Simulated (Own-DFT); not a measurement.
Simulation results for SiC (2H silicon carbide, strained, atoms displaced)

Computed with Own-DFT development build. A calculation, not a measurement: plane-wave PBE density functional theory by an unreviewed code, no spin, of a simulated periodic cell, stress positive in tension, free energy of the whole cell less one offset for each atom, forces on such cells passed a denser k mesh, this cell's mesh not checked; offsets are fitted by least squares, one for each functional and potential file, so energies compare only between cells with the same atoms and settings and are not formation energies; the far tail of each file's local potential was reset to the Coulomb form; each entry is a single point on an unrelaxed cell, so the pressure reflects the starting lattice, mostly measured values (interpolated for alloys), from which strain is counted, and rises with the displacements; printed positions are rounded, which can move forces by about a meV/angstrom; the program, named Own-DFT, is a retired in-house code; no spin-orbit coupling.

Settings shared by all entries: functional PBE; potential files PseudoDojo norm-conserving, scalar-relativistic, standard set; wave cutoff 42 hartree; occupations Fermi-Dirac; smearing width 0.1 eV; hardware one NVIDIA H100; k mesh 4 x 4 x 3 centred on Gamma.

```json
{"entry": 1, "formula": "SiC", "kind": "2H silicon carbide, strained, atoms displaced", "structure": {"cell_angstrom": [[9.3286, 0.0442, -0.1674], [-4.626, 8.0139, 0.1781], [-0.1822, 0.1187, 10.2602]], "atoms_fractional": [["Si", 0.99983, 0.0031, 0.0058], ["Si", 0.12481, 0.24235, 0.24727], ["C", 0.99817, 0.99978, 0.18721], ["C", 0.11146, 0.2252, 0.43162], ["Si", 0.99014, 0.99559, 0.49326], ["Si", 0.11428, 0.23276, 0.74338], ["C", 0.00305, 0.00642, 0.68612], ["C", 0.11324, 0.22542, 0.92687], ["Si", 0.00426, 0.33828, 0.00468], ["Si", 0.11147, 0.55612, 0.2453], ["C", 0.00795, 0.34379, 0.18924], ["C", 0.11593, 0.55434, 0.44042], ["Si", 0.0022, 0.33953, 0.49833], ["Si", 0.11362, 0.55213, 0.7459], ["C", 0.9993, 0.32745, 0.69164], ["C", 0.10828, 0.5549, 0.93282], ["Si", 0.00201, 0.65907, 0.9964], ["Si", 0.10565, 0.89137, 0.25184], ["C", 0.00405, 0.66247, 0.18971], ["C", 0.11212, 0.88759, 0.43634], ["Si", 0.99448, 0.66318, 0.50014], ["Si", 0.10781, 0.8862, 0.76115], ["C", 0.99715, 0.66406, 0.68526], ["C", 0.10716, 0.87968, 0.93586], ["Si", 0.33466, 0.99019, 0.00297], ["Si", 0.44471, 0.2251, 0.25567], ["C", 0.32965, 0.00479, 0.18925], ["C", 0.44201, 0.22166, 0.42623], ["Si", 0.33045, 0.00434, 0.49693], ["Si", 0.43822, 0.21481, 0.7514], ["C", 0.32448, 0.99139, 0.68448], ["C", 0.44346, 0.22552, 0.93801], ["Si", 0.32343, 0.33344, 0.00242], ["Si", 0.4414, 0.56281, 0.25206], ["C", 0.33044, 0.34179, 0.18357], ["C", 0.44225, 0.5517, 0.44549], ["Si", 0.33413, 0.33889, 0.50572], ["Si", 0.45237, 0.56034, 0.75055], ["C", 0.33579, 0.33859, 0.69699], ["C", 0.43865, 0.5507, 0.93214], ["Si", 0.32862, 0.6753, 0.99468], ["Si", 0.4347, 0.89075, 0.24191], ["C", 0.32299, 0.67151, 0.18984], ["C", 0.44045, 0.8798, 0.44034], ["Si", 0.33383, 0.67182, 0.49935], ["Si", 0.4431, 0.88239, 0.76205], ["C", 0.33751, 0.66915, 0.6824], ["C", 0.44136, 0.89426, 0.92711], ["Si", 0.66897, 0.00186, 0.0081], ["Si", 0.78314, 0.22598, 0.24789], ["C", 0.66713, 0.00613, 0.18461], ["C", 0.78751, 0.23467, 0.45031], ["Si", 0.67541, 0.01163, 0.50446], ["Si", 0.77224, 0.22072, 0.74871], ["C", 0.67153, 0.00622, 0.68568], ["C", 0.77506, 0.22353, 0.94187], ["Si", 0.66634, 0.3319, 0.99179], ["Si", 0.78129, 0.55338, 0.25384], ["C", 0.66672, 0.33357, 0.19299], ["C", 0.77696, 0.54591, 0.4339], ["Si", 0.66416, 0.31893, 0.50505], ["Si", 0.77274, 0.5559, 0.74827], ["C", 0.66013, 0.33284, 0.68626], ["C", 0.77047, 0.54308, 0.93906], ["Si", 0.65834, 0.65613, 0.0027], ["Si", 0.77669, 0.88158, 0.25007], ["C", 0.66836, 0.66751, 0.18373], ["C", 0.79514, 0.89874, 0.43706], ["Si", 0.67332, 0.66705, 0.4994], ["Si", 0.7755, 0.87998, 0.74709], ["C", 0.66282, 0.66227, 0.69108], ["C", 0.78618, 0.89095, 0.93827]]}, "results": {"free_energy_of_cell_above_offsets [eV]": "-5.594", "pressure [GPa]": -1.09, "stress_xx [GPa]": 1.56, "stress_yy [GPa]": -0.81, "stress_zz [GPa]": 2.53, "stress_yz [GPa]": 3.41, "stress_xz [GPa]": -5.52, "stress_xy [GPa]": 1.37, "force_element": ["Si", "Si", "C", "C", "Si", "Si", "C", "C", "Si", "Si", "C", "C", "Si", "Si", "C", "C", "Si", "Si", "C", "C", "Si", "Si", "C", "C", "Si", "Si", "C", "C", "Si", "Si", "C", "C", "Si", "Si", "C", "C", "Si", "Si", "C", "C", "Si", "Si", "C", "C", "Si", "Si", "C", "C", "Si", "Si", "C", "C", "Si", "Si", "C", "C", "Si", "Si", "C", "C", "Si", "Si", "C", "C", "Si", "Si", "C", "C", "Si", "Si", "C", "C"], "force_x [eV/angstrom]": [0.9, -0.658, -0.575, 0.052, 5.254, 1.434, -0.163, -0.878, -0.151, -0.144, -0.793, -1.132, 1.741, -0.496, -2.209, 0.765, -1.89, 1.402, -2.009, -1.199, 1.231, -0.039, -0.43, 0.066, -2.39, 0.142, -0.38, 0.093, 0.796, -0.093, 0.494, -0.158, 1.552, 0.846, 1.414, 0.328, 0.108, -1.624, 0.204, -0.369, 1.305, 1.49, 1.933, 0.26, 0.68, -0.236, -0.19, 1.482, 0.608, -0.519, 0.02, 0.037, -0.362, 1.123, -0.521, 1.05, -0.854, -0.15, -0.212, -0.783, -2.053, 1.774, 0.076, 0.151, 0.677, -0.355, -0.658, -5.199, -0.525, 0.312, 0.384, -1.786], "force_y [eV/angstrom]": [-0.248, -2.866, 1.267, 0.216, 2.995, -2.404, -1.032, -0.444, -1.024, 0.409, -1.278, 0.928, -0.546, 0.202, 1.883, 0.093, 0.213, -0.85, 1.135, -0.066, 0.35, 0.289, -0.021, 1.011, 2.342, 0.395, -0.07, 0.361, -1.453, -0.059, 0.866, -1.251, -0.225, -0.341, 0.353, 2.116, -1.743, -0.93, -0.324, 1.57, -1.62, 0.377, 0.287, 3.654, -1.599, 1.069, -0.317, -0.396, -0.177, 0.197, -1.183, -2.125, -1.924, 0.372, -1.576, -0.281, -1.325, -0.232, -0.038, 0.695, 2.075, -0.909, -0.364, 2.684, 1.109, 1.561, -0.661, -3.255, -0.383, 2.617, 1.015, -1.163], "force_z [eV/angstrom]": [-1.709, 1.024, 0.313, 1.026, 2.316, 1.054, -0.164, 2.498, -1.621, 2.384, -0.728, -0.92, 1.165, -0.203, -1.476, 0.143, 0.817, -0.234, -0.859, -0.089, -0.194, -3.553, 0.766, 2.289, -0.643, -3.32, -0.588, 4.164, 0.476, 0.144, 1.011, 0.463, -1.498, 0.038, 0.657, -1.529, -0.191, -0.177, -1.952, 1.455, 0.39, 2.501, -1.703, -1.559, 0.598, -6.294, 1.662, 4.994, -2.6, 0.876, 1.79, -2.685, -0.846, 0.943, 1.242, -0.727, 2.272, -1.288, -1.062, 1.51, -0.884, 0.659, 0.399, -0.807, -1.184, -0.432, 1.555, -1.297, -0.064, 0.842, -1.449, 0.09], "wall_time [s]": 357.1}}
{"entry": 2, "formula": "SiC", "kind": "2H silicon carbide, strained, atoms displaced", "structure": {"cell_angstrom": [[9.2073, 0.0878, -0.0642], [-4.5276, 7.9242, -0.1127], [-0.0699, -0.1821, 10.1787]], "atoms_fractional": [["Si", 0.99829, 0.0, 0.99493], ["Si", 0.11206, 0.23323, 0.25147], ["C", 0.99832, 0.99925, 0.18575], ["C", 0.11115, 0.23103, 0.4424], ["Si", 0.00739, 0.00501, 0.50325], ["Si", 0.10765, 0.21918, 0.75929], ["C", 0.99171, 0.98478, 0.68452], ["C", 0.1083, 0.22232, 0.93407], ["Si", 0.00376, 0.32815, 0.00243], ["Si", 0.12502, 0.559, 0.24945], ["C", 0.99597, 0.33497, 0.18732], ["C", 0.10973, 0.5539, 0.4354], ["Si", 0.00771, 0.33714, 0.49995], ["Si", 0.11545, 0.57253, 0.74792], ["C", 0.99031, 0.34282, 0.68823], ["C", 0.11669, 0.54993, 0.93209], ["Si", 0.99194, 0.6641, 0.99666], ["Si", 0.11135, 0.88855, 0.24772], ["C", 0.00208, 0.6728, 0.18389], ["C", 0.09829, 0.88116, 0.4318], ["Si", 0.99649, 0.66498, 0.49934], ["Si", 0.109, 0.89298, 0.74634], ["C", 0.00275, 0.66903, 0.67987], ["C", 0.11317, 0.88928, 0.94386], ["Si", 0.33356, 0.99251, 0.00056], ["Si", 0.43347, 0.21524, 0.24968], ["C", 0.33654, 0.00672, 0.18405], ["C", 0.44615, 0.22495, 0.43565], ["Si", 0.33301, 0.99994, 0.50174], ["Si", 0.44303, 0.2226, 0.74743], ["C", 0.33, 0.99763, 0.68848], ["C", 0.45532, 0.22097, 0.9351], ["Si", 0.33647, 0.33092, 0.9962], ["Si", 0.44627, 0.56249, 0.25739], ["C", 0.33205, 0.33338, 0.18827], ["C", 0.45156, 0.5535, 0.44355], ["Si", 0.31878, 0.33046, 0.50625], ["Si", 0.44616, 0.55401, 0.75085], ["C", 0.33047, 0.32136, 0.68488], ["C", 0.44943, 0.55579, 0.9377], ["Si", 0.34143, 0.66637, 0.99555], ["Si", 0.44458, 0.88623, 0.25335], ["C", 0.33324, 0.66587, 0.18181], ["C", 0.44756, 0.89456, 0.42549], ["Si", 0.33473, 0.66351, 0.50007], ["Si", 0.44539, 0.88204, 0.75168], ["C", 0.33205, 0.66985, 0.69199], ["C", 0.44199, 0.88642, 0.9424], ["Si", 0.67411, 0.99969, 0.00636], ["Si", 0.77735, 0.22594, 0.24634], ["C", 0.66856, 0.99542, 0.19313], ["C", 0.78659, 0.22138, 0.42293], ["Si", 0.65781, 0.99647, 0.49852], ["Si", 0.77042, 0.22556, 0.75159], ["C", 0.66606, 0.00072, 0.68152], ["C", 0.76886, 0.20694, 0.93941], ["Si", 0.66817, 0.32869, 0.99221], ["Si", 0.77686, 0.56758, 0.25175], ["C", 0.67412, 0.3456, 0.19543], ["C", 0.78844, 0.5613, 0.44508], ["Si", 0.65066, 0.31492, 0.50055], ["Si", 0.7646, 0.53988, 0.74559], ["C", 0.67584, 0.34163, 0.69415], ["C", 0.76122, 0.54855, 0.94099], ["Si", 0.65695, 0.65514, 0.00615], ["Si", 0.77599, 0.88291, 0.25207], ["C", 0.65774, 0.65661, 0.18427], ["C", 0.77509, 0.87992, 0.43945], ["Si", 0.669, 0.66739, 0.50463], ["Si", 0.7734, 0.8941, 0.75523], ["C", 0.66441, 0.66187, 0.68586], ["C", 0.77781, 0.89301, 0.94018]]}, "results": {"free_energy_of_cell_above_offsets [eV]": "-4.957", "pressure [GPa]": 5.29, "stress_xx [GPa]": -7.37, "stress_yy [GPa]": -6.58, "stress_zz [GPa]": -1.92, "stress_yz [GPa]": -6.05, "stress_xz [GPa]": -3.04, "stress_xy [GPa]": 4.72, "force_element": ["Si", "Si", "C", "C", "Si", "Si", "C", "C", "Si", "Si", "C", "C", "Si", "Si", "C", "C", "Si", "Si", "C", "C", "Si", "Si", "C", "C", "Si", "Si", "C", "C", "Si", "Si", "C", "C", "Si", "Si", "C", "C", "Si", "Si", "C", "C", "Si", "Si", "C", "C", "Si", "Si", "C", "C", "Si", "Si", "C", "C", "Si", "Si", "C", "C", "Si", "Si", "C", "C", "Si", "Si", "C", "C", "Si", "Si", "C", "C", "Si", "Si", "C", "C"], "force_x [eV/angstrom]": [0.575, 0.556, -0.354, 1.087, -1.772, -0.9, -1.531, 1.808, -1.991, -3.051, 0.829, 1.221, -3.495, 0.36, 2.056, -1.429, 1.133, -0.154, 0.277, 2.013, 1.441, 1.354, -1.394, -0.628, -0.761, 1.886, 0.296, -2.653, -0.834, 1.524, 0.826, -2.568, 0.089, 0.453, -0.747, -1.605, 3.274, -0.135, -1.971, -0.853, -1.752, -0.195, 0.779, -0.92, -0.535, -0.667, 1.134, 1.974, -2.111, -0.121, -0.879, -1.282, 2.473, 2.547, -1.051, 1.164, 0.11, 2.601, -1.159, -2.963, 3.495, 0.69, -2.472, 2.761, 0.529, 0.545, -0.907, -0.342, 1.214, 1.164, -0.806, 0.747], "force_y [eV/angstrom]": [0.019, -1.867, 0.672, -2.129, -1.108, 0.309, 2.779, -0.786, 1.258, -0.109, 0.297, 0.727, 0.244, -2.528, -0.966, 0.597, -0.287, 0.882, -1.348, 1.439, 0.722, -1.499, 0.274, -0.393, 1.559, 2.679, -2.383, -1.652, -0.424, -0.73, 0.007, -1.172, -0.068, -1.51, 0.541, -0.217, 0.862, -0.155, 1.537, -1.259, -0.206, 1.195, 0.321, -1.571, 0.943, 2.305, -1.458, -0.283, -0.841, -0.187, 0.388, -0.551, 1.028, -1.096, 0.094, 2.23, 0.694, -1.424, -1.846, -2.271, 3.407, 6.722, -5.619, 0.206, 2.148, 0.648, 1.698, 1.436, -0.179, -1.433, 0.526, -1.841], "force_z [eV/angstrom]": [1.599, -0.417, 0.344, -1.312, -1.052, -3.38, 1.024, 1.526, -0.579, -0.403, -0.423, 0.103, 0.882, 0.547, 0.052, 0.957, 0.391, -0.426, 0.318, 0.826, -0.212, 1.308, 1.707, -2.101, 0.099, 0.112, 0.567, 0.627, -1.088, 0.929, -0.304, -0.286, 0.847, -0.964, -0.151, -0.386, -1.164, -0.462, 1.39, -0.766, 0.499, -3.153, 0.838, 3.765, 0.005, 0.542, -1.43, -1.089, 0.61, -0.286, -0.975, 3.824, -1.412, 0.264, 1.072, -0.625, 3.025, 0.983, -1.785, -1.336, -0.56, 1.964, -2.961, -1.827, -0.917, 0.094, 1.267, -0.029, -0.293, -1.118, 1.302, -0.535], "wall_time [s]": 365.7}}
{"entry": 3, "formula": "SiC", "kind": "2H silicon carbide, strained, atoms displaced", "structure": {"cell_angstrom": [[9.2839, -0.1804, 0.1463], [-4.7982, 7.9487, -0.1407], [0.1593, -0.0849, 9.9403]], "atoms_fractional": [["Si", 0.99768, 0.99729, 0.98874], ["Si", 0.11413, 0.22139, 0.24663], ["C", 0.99143, 0.99618, 0.19291], ["C", 0.11455, 0.21957, 0.43582], ["Si", 0.00695, 0.00167, 0.49941], ["Si", 0.12029, 0.22972, 0.74807], ["C", 0.9949, 0.99686, 0.68702], ["C", 0.109, 0.22958, 0.9458], ["Si", 0.00867, 0.34381, 0.99628], ["Si", 0.10422, 0.54834, 0.24361], ["C", 0.98994, 0.31912, 0.19049], ["C", 0.11838, 0.55454, 0.44912], ["Si", 0.99944, 0.33093, 0.49693], ["Si", 0.118, 0.55015, 0.75106], ["C", 0.99107, 0.32205, 0.68627], ["C", 0.1171, 0.56312, 0.93719], ["Si", 0.00639, 0.6782, 0.00451], ["Si", 0.11065, 0.89052, 0.24623], ["C", 0.0011, 0.66646, 0.18958], ["C", 0.10162, 0.88365, 0.44065], ["Si", 0.99411, 0.66466, 0.50106], ["Si", 0.10719, 0.88124, 0.7485], ["C", 0.99879, 0.66712, 0.69919], ["C", 0.09949, 0.87618, 0.92628], ["Si", 0.33081, 0.99864, 0.99392], ["Si", 0.44058, 0.22743, 0.25398], ["C", 0.3296, 0.99785, 0.18511], ["C", 0.44179, 0.21883, 0.43801], ["Si", 0.31995, 0.98774, 0.50012], ["Si", 0.44839, 0.21458, 0.75271], ["C", 0.33875, 0.00812, 0.68379], ["C", 0.4516, 0.23189, 0.93847], ["Si", 0.33736, 0.33773, 0.00694], ["Si", 0.45558, 0.56634, 0.25846], ["C", 0.34333, 0.33808, 0.17963], ["C", 0.4625, 0.56854, 0.4365], ["Si", 0.33482, 0.33023, 0.49307], ["Si", 0.44874, 0.56581, 0.75347], ["C", 0.34069, 0.34569, 0.68133], ["C", 0.44108, 0.55005, 0.93516], ["Si", 0.32547, 0.65882, 0.00131], ["Si", 0.44566, 0.88655, 0.25632], ["C", 0.3321, 0.66668, 0.19435], ["C", 0.43559, 0.87817, 0.43708], ["Si", 0.33241, 0.65502, 0.50011], ["Si", 0.45274, 0.89994, 0.75332], ["C", 0.33831, 0.65854, 0.68886], ["C", 0.44737, 0.89023, 0.93759], ["Si", 0.67516, 0.00209, 0.99545], ["Si", 0.77816, 0.21822, 0.25469], ["C", 0.66674, 0.00781, 0.17904], ["C", 0.77624, 0.22095, 0.44518], ["Si", 0.67137, 0.01237, 0.5019], ["Si", 0.78728, 0.22563, 0.74638], ["C", 0.6671, 0.00496, 0.68889], ["C", 0.78384, 0.22795, 0.9443], ["Si", 0.66852, 0.34211, 0.00262], ["Si", 0.77614, 0.55739, 0.2639], ["C", 0.66354, 0.32269, 0.18132], ["C", 0.77336, 0.5616, 0.43505], ["Si", 0.6698, 0.33668, 0.50067], ["Si", 0.77967, 0.56223, 0.74338], ["C", 0.67464, 0.33954, 0.69633], ["C", 0.76795, 0.5505, 0.93996], ["Si", 0.67349, 0.67023, 0.99991], ["Si", 0.7919, 0.89758, 0.24086], ["C", 0.66494, 0.6749, 0.18134], ["C", 0.77517, 0.89378, 0.44119], ["Si", 0.66531, 0.66619, 0.49343], ["Si", 0.77411, 0.88691, 0.75652], ["C", 0.6643, 0.66243, 0.6777], ["C", 0.77306, 0.88835, 0.9325]]}, "results": {"free_energy_of_cell_above_offsets [eV]": "-2.255", "pressure [GPa]": 12.88, "stress_xx [GPa]": -6.23, "stress_yy [GPa]": -15.44, "stress_zz [GPa]": -16.97, "stress_yz [GPa]": -2.11, "stress_xz [GPa]": 6.04, "stress_xy [GPa]": -10.38, "force_element": ["Si", "Si", "C", "C", "Si", "Si", "C", "C", "Si", "Si", "C", "C", "Si", "Si", "C", "C", "Si", "Si", "C", "C", "Si", "Si", "C", "C", "Si", "Si", "C", "C", "Si", "Si", "C", "C", "Si", "Si", "C", "C", "Si", "Si", "C", "C", "Si", "Si", "C", "C", "Si", "Si", "C", "C", "Si", "Si", "C", "C", "Si", "Si", "C", "C", "Si", "Si", "C", "C", "Si", "Si", "C", "C", "Si", "Si", "C", "C", "Si", "Si", "C", "C"], "force_x [eV/angstrom]": [-0.079, -0.298, 6.005, -0.582, -2.4, -0.53, 1.412, 2.032, -1.71, 0.576, 1.971, -2.927, 0.906, -1.645, 3.644, -1.459, -0.883, -0.201, -0.378, 0.791, 1.354, -0.462, 2.04, 0.52, 0.525, 1.615, 0.385, 0.508, 1.589, -1.538, -0.045, -1.142, -0.013, -1.621, -0.989, -3.13, 0.136, 1.145, 0.719, 0.041, 2.433, -0.792, 0.494, 0.337, 0.972, -1.062, -1.326, -0.349, -2.187, -2.09, 1.215, -0.457, -0.231, -3.297, 1.143, -0.346, 1.31, -0.169, -0.217, 1.672, -0.892, -1.392, 0.364, 1.53, -1.596, -6.728, 2.061, 1.018, 1.111, -0.178, 0.598, 1.169], "force_y [eV/angstrom]": [0.819, 0.683, 2.188, 0.86, -0.623, -0.918, 0.556, -0.994, -1.426, 0.435, 2.246, -0.577, -0.238, 0.317, 2.376, -0.415, -3.684, -0.072, -0.463, -0.001, -0.305, 2.767, -1.622, 3.414, 0.705, -1.204, 0.386, -0.222, 1.15, 3.716, -3.068, -2.05, -0.572, -0.718, 0.211, -3.431, 1.365, -1.889, -1.606, 1.676, 2.015, 0.971, -1.14, 1.483, 2.006, -1.881, 2.195, -0.291, 1.047, 0.113, -2.164, 2.203, -4.056, -0.474, -0.617, 0.309, -2.045, -0.777, 1.827, -1.343, -0.584, -0.756, -1.169, 2.805, -1.194, -2.254, -0.364, 0.436, 3.036, 0.109, 1.128, -0.342], "force_z [eV/angstrom]": [1.324, -0.033, -3.516, -0.52, 0.495, 0.236, 0.919, -1.552, 1.363, 1.921, -0.584, -2.328, 0.801, -0.674, -0.664, 0.344, -0.774, 0.955, 0.461, -1.039, 0.992, -1.559, -2.995, 2.501, 0.775, -1.879, 0.395, 0.304, -0.777, -0.21, 0.772, -0.011, -3.695, -2.84, 4.457, -0.124, 1.41, -0.947, 0.747, 1.325, 0.52, -2.111, -1.099, 1.691, 0.765, -0.967, -0.353, 0.394, 0.476, -0.882, 1.947, -1.893, 0.303, 2.83, 0.028, -1.9, -0.739, -6.243, 3.678, 3.134, 0.955, 2.219, -2.14, -0.835, -0.822, 3.181, 1.729, -1.256, 1.88, -4.069, 1.919, 1.882], "wall_time [s]": 338.2}}
{"entry": 4, "formula": "SiC", "kind": "2H silicon carbide, strained, atoms displaced", "structure": {"cell_angstrom": [[9.4115, -0.0334, -0.0963], [-4.7347, 8.0082, 0.1641], [-0.1048, 0.1458, 10.1589]], "atoms_fractional": [["Si", 0.01119, 0.99997, 0.9946], ["Si", 0.11233, 0.21799, 0.25273], ["C", 0.99665, 0.99108, 0.19033], ["C", 0.10665, 0.22299, 0.43567], ["Si", 0.01234, 0.00505, 0.49863], ["Si", 0.10823, 0.23231, 0.74317], ["C", 0.00148, 0.99973, 0.68963], ["C", 0.11877, 0.22463, 0.93811], ["Si", 0.9986, 0.33916, 0.00244], ["Si", 0.11354, 0.5671, 0.2486], ["C", 0.00469, 0.34898, 0.18768], ["C", 0.1095, 0.558, 0.44312], ["Si", 0.00805, 0.33073, 0.50337], ["Si", 0.1042, 0.54451, 0.74484], ["C", 0.00425, 0.33395, 0.68516], ["C", 0.11451, 0.5568, 0.93774], ["Si", 0.00759, 0.67466, 0.99569], ["Si", 0.12213, 0.88769, 0.25459], ["C", 0.00237, 0.66818, 0.19122], ["C", 0.10799, 0.89178, 0.43183], ["Si", 0.01272, 0.66943, 0.49911], ["Si", 0.1062, 0.88224, 0.75015], ["C", 0.00627, 0.67513, 0.69381], ["C", 0.11567, 0.8899, 0.94949], ["Si", 0.32695, 0.9938, 0.00125], ["Si", 0.44511, 0.22911, 0.252], ["C", 0.34185, 0.00932, 0.19331], ["C", 0.43654, 0.20891, 0.43245], ["Si", 0.34113, 0.00858, 0.50054], ["Si", 0.43701, 0.21158, 0.74785], ["C", 0.33465, 0.00069, 0.68923], ["C", 0.4435, 0.22131, 0.9368], ["Si", 0.33109, 0.32754, 0.99908], ["Si", 0.43617, 0.53868, 0.24845], ["C", 0.33196, 0.33404, 0.18765], ["C", 0.44818, 0.56158, 0.42902], ["Si", 0.33714, 0.33336, 0.50083], ["Si", 0.45125, 0.56276, 0.74815], ["C", 0.345, 0.3355, 0.68969], ["C", 0.44294, 0.56127, 0.93942], ["Si", 0.33745, 0.67652, 0.99782], ["Si", 0.44723, 0.89286, 0.25081], ["C", 0.33878, 0.6607, 0.19229], ["C", 0.4426, 0.88758, 0.43916], ["Si", 0.33705, 0.67012, 0.50405], ["Si", 0.44792, 0.89097, 0.75465], ["C", 0.33661, 0.67173, 0.68658], ["C", 0.44054, 0.89012, 0.93122], ["Si", 0.66584, 0.00407, 0.99844], ["Si", 0.77814, 0.2294, 0.25477], ["C", 0.6734, 0.00431, 0.1776], ["C", 0.78251, 0.21561, 0.43069], ["Si", 0.6704, 0.00469, 0.50162], ["Si", 0.77741, 0.22269, 0.75277], ["C", 0.67019, 0.00133, 0.68413], ["C", 0.77599, 0.2218, 0.9321], ["Si", 0.66288, 0.33022, 0.9964], ["Si", 0.77311, 0.54889, 0.25352], ["C", 0.67108, 0.33364, 0.19656], ["C", 0.77616, 0.55648, 0.43909], ["Si", 0.66789, 0.33309, 0.497], ["Si", 0.7808, 0.55382, 0.7473], ["C", 0.67128, 0.33574, 0.68605], ["C", 0.78439, 0.55789, 0.94152], ["Si", 0.67379, 0.66822, 0.0009], ["Si", 0.78354, 0.89114, 0.24724], ["C", 0.66214, 0.66929, 0.18931], ["C", 0.78186, 0.89687, 0.43263], ["Si", 0.65646, 0.66541, 0.5111], ["Si", 0.77976, 0.88743, 0.74934], ["C", 0.66549, 0.66845, 0.68947], ["C", 0.78544, 0.8952, 0.93885]]}, "results": {"free_energy_of_cell_above_offsets [eV]": "-6.588", "pressure [GPa]": -0.22, "stress_xx [GPa]": 6.25, "stress_yy [GPa]": -4.28, "stress_zz [GPa]": -1.31, "stress_yz [GPa]": 4.37, "stress_xz [GPa]": -3.28, "stress_xy [GPa]": -0.44, "force_element": ["Si", "Si", "C", "C", "Si", "Si", "C", "C", "Si", "Si", "C", "C", "Si", "Si", "C", "C", "Si", "Si", "C", "C", "Si", "Si", "C", "C", "Si", "Si", "C", "C", "Si", "Si", "C", "C", "Si", "Si", "C", "C", "Si", "Si", "C", "C", "Si", "Si", "C", "C", "Si", "Si", "C", "C", "Si", "Si", "C", "C", "Si", "Si", "C", "C", "Si", "Si", "C", "C", "Si", "Si", "C", "C", "Si", "Si", "C", "C", "Si", "Si", "C", "C"], "force_x [eV/angstrom]": [-2.324, -1.546, 1.617, 2.121, -2.231, 3.802, 0.11, -1.727, 1.035, 1.601, 0.296, 1.674, -2.037, 0.838, -2.043, -0.588, 0.121, -1.898, -0.698, 1.942, -2.86, 0.75, 0.03, -0.506, 1.8, 0.932, -0.175, 0.073, -0.372, 1.024, -0.227, -0.142, 0.216, 0.448, 0.359, -0.544, -0.229, -0.866, -2.068, 1.224, 0.651, 1.462, -1.929, 0.278, -0.222, -0.137, -0.089, 0.353, 0.968, 2.147, -0.82, -0.876, 0.345, 0.138, -0.274, 0.043, 0.696, -0.165, -1.89, 0.244, 0.511, -0.576, -0.442, -0.548, -1.241, -1.325, 1.208, 0.136, 1.922, -0.22, 0.961, -0.244], "force_y [eV/angstrom]": [0.558, 0.191, 1.527, 0.677, -1.443, -2.063, 0.49, 0.043, -0.892, -1.16, -1.945, -0.462, 0.491, 3.028, -0.272, 0.627, -2.702, 0.339, 0.434, 0.022, 0.208, 2.65, -2.691, 0.309, 1.729, -0.743, -1.101, 4.262, -3.865, 1.943, -1.102, -0.356, 1.833, 3.954, -2.131, -1.308, 0.261, -1.069, 0.258, -0.344, -2.249, -0.624, 1.642, 1.279, -0.598, -0.067, -0.853, 1.11, -0.9, -1.303, 0.34, 1.959, -1.537, -0.406, 0.152, 0.945, 0.409, 2.378, -0.099, 0.278, -0.346, 0.531, -0.902, -0.113, 0.055, -0.595, -1.379, -0.729, 1.099, 0.829, -0.12, -0.373], "force_z [eV/angstrom]": [1.783, -1.397, -0.91, 0.859, 0.063, 2.099, -0.468, -0.75, 0.201, 0.63, 0.512, -0.64, -1.836, 1.461, -0.122, -0.935, 1.837, -1.468, -0.832, 2.178, 0.486, 0.942, -1.606, -2.984, 0.795, -0.835, -1.311, 0.848, 0.43, 0.855, -0.423, 0.168, -0.265, -0.118, -0.442, 2.43, -0.419, 1.398, -0.839, -0.48, 1.053, -0.153, -0.95, 0.055, -1.313, -2.291, 0.602, 1.914, -0.507, -2.169, 2.187, 2.664, -1.235, -1.535, 1.394, 1.167, 1.013, -0.244, -1.882, 0.854, -0.093, 0.688, -0.012, -1.038, 0.329, 0.291, -0.313, 1.762, -3.563, 0.439, 0.686, -0.698], "wall_time [s]": 363.4}}
```
